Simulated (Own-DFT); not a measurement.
# Forces on the neighbours of a vacancy: 3C SiC, 95 atoms (C47Si48), with one C vacancy

These are calculations, not measurements. They come from Own-DFT, an in-house plane-wave density functional program, since retired, whose code no person has reviewed. Each row is one single-point run on a periodic cell that was not relaxed, without spin or spin-orbit coupling.

Settings of every run: PBE; PseudoDojo norm-conserving scalar-relativistic files; cutoff 42 hartree; 3 x 4 x 4 k mesh centred on Gamma; Fermi-Dirac smearing of 0.1 eV.

Known limits: not probed for a lower state with spin; forces on such cells moved up to 12 meV/angstrom on a denser k mesh; stress not checked against mesh or cutoff.

Cell vectors in Å: (13.079, 0.000, 0.000); (0.000, 8.719, 0.000); (0.000, 0.000, 8.719). Every atom was also moved at random, by a Gaussian of width 0.03 Å on each axis. The defect's site can differ from row to row. The empty site has 4 nearest neighbours, all Si. For each, d is its distance from the empty site and R the part of its force along the line away from it, positive outwards. The last column is the rms force component on atoms over 4.5 Å away.

| run | d1 (Å) | d2 (Å) | d3 (Å) | d4 (Å) | R1 (eV/Å) | R2 (eV/Å) | R3 (eV/Å) | R4 (eV/Å) | far F (eV/Å) |
|---|---|---|---|---|---|---|---|---|---|
| 1 | 1.874 | 1.909 | 1.930 | 1.933 | -0.03 | -0.02 | -0.12 | -0.11 | 0.99 |
| 2 | 1.833 | 1.842 | 1.857 | 1.909 | 0.82 | 0.68 | 0.59 | -0.34 | 0.84 |
| 3 | 1.821 | 1.863 | 1.902 | 1.912 | 0.53 | 0.46 | 0.03 | 0.30 | 0.78 |
| 4 | 1.893 | 1.898 | 1.906 | 1.922 | 0.55 | 0.04 | 0.10 | -0.31 | 0.79 |
| 5 | 1.859 | 1.869 | 1.869 | 1.896 | 0.49 | 0.14 | 0.21 | 0.08 | 0.85 |
| 6 | 1.834 | 1.866 | 1.900 | 1.918 | 0.63 | 0.32 | 0.24 | 0.12 | 0.93 |
| 7 | 1.876 | 1.877 | 1.886 | 1.896 | 0.04 | 0.36 | 0.12 | -0.18 | 0.76 |
| 8 | 1.874 | 1.905 | 1.907 | 1.907 | 0.21 | 0.18 | -0.25 | -0.13 | 0.78 |
| 9 | 1.905 | 1.906 | 1.907 | 1.917 | ? | ? | ? | ? | ? |

## Worked fit

A straight line through the 32 neighbours shown gives R = 0.18 - 8.2 (d - 1.886) eV/Å, with a scatter of 0.19 left by the moves of the other atoms. The slope, with an error of 1.2, is the pull back towards the neighbour's own site. The constant, 0.18 ± 0.03 eV/Å, is the force at the mean distance: with one bond gone, the neighbours are pushed outwards, away from the empty site. It shows how a relaxation would start, not where it would end, and it depends somewhat on the width of the random moves.

## Withheld run

Question: what mean R should the neighbours of run 9 feel? Their mean d is 1.909 Å.

The line gives -0.01 ± 0.08 eV/Å, by the scatter of the means of the runs shown. The calculation gave R = 0.04, 0.05, 0.00, -0.21, a mean of -0.03 eV/Å.
